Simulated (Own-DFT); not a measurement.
# Energy and forces against displacement in grey tin, 64 atoms (Sn64)

These are calculations, not measurements. They come from Own-DFT, an in-house plane-wave density functional program, since retired, whose code no person has reviewed. Each row is one single-point run on a periodic cell that was not relaxed, without spin or spin-orbit coupling.

Settings of every run: PBE; PseudoDojo norm-conserving scalar-relativistic files; cutoff 42 hartree; 3 x 3 x 3 k mesh centred on Gamma; cold (Marzari-Vanderbilt) smearing of 0.2 eV.

Known limits: forces on such cells moved up to 12 meV/angstrom on a denser k mesh; stress not checked against mesh or cutoff.

Cell vectors in Å: (12.978, 0.000, 0.000); (0.000, 12.978, 0.000); (0.000, 0.000, 12.978). In each run every atom was moved at random and independently from its ideal site; u is the rms move along one axis. E is the free energy for each atom above the fitted value at u = 0, and F the rms of the force components.

| run | u (Å) | E (meV/atom) | F (eV/Å) | largest force (eV/Å) | P (GPa) |
|---|---|---|---|---|---|
| 1 | 0.0184 | 4.8 | 0.190 | 0.72 | 3.37 |
| 2 | 0.0190 | ? | ? | ? | ? |
| 3 | 0.0192 | 5.9 | 0.218 | 0.81 | 3.38 |
| 4 | 0.0479 | 27.2 | 0.512 | 1.79 | 3.56 |
| 5 | 0.0480 | 31.8 | 0.538 | 2.11 | 3.62 |
| 6 | 0.0930 | 133.8 | 1.220 | 4.61 | 4.64 |
| 7 | 0.0954 | 129.1 | 1.171 | 4.11 | 4.51 |
| 8 | 0.1011 | 151.2 | 1.310 | 7.03 | 4.76 |
| 9 | 0.1419 | 217.1 | 1.429 | 4.84 | 5.40 |

## Worked fit

For small independent moves the energy grows as E = (3/2) K u², with K the mean stiffness felt by one atom. The runs with u up to 0.11 Å give K = 9.5 ± 0.4 eV/Å², with residuals divided by u² + 0.0006 Å², since the noise grows with the moves. The scatter is 3.3 meV/atom at u = 0.05 Å. The forces follow F = G u with G = 11.8 eV/Å²; no force at u = 0 is resolved. G exceeds K because the moves of its neighbours add to the force on an atom, and stiffness differs between atoms. At u = 0.142 Å the parabola gives 287 meV/atom and the run 217. The pressure follows P = 3.30 + 143 u² GPa: at fixed volume, shortened bonds push harder than stretched ones pull.

## Withheld run

Question: what energy and rms force should run 2 give?

The fit gives 5 ± 1 meV/atom and about 0.22 eV/Å. The calculation gave 5.0 meV/atom and 0.195 eV/Å.
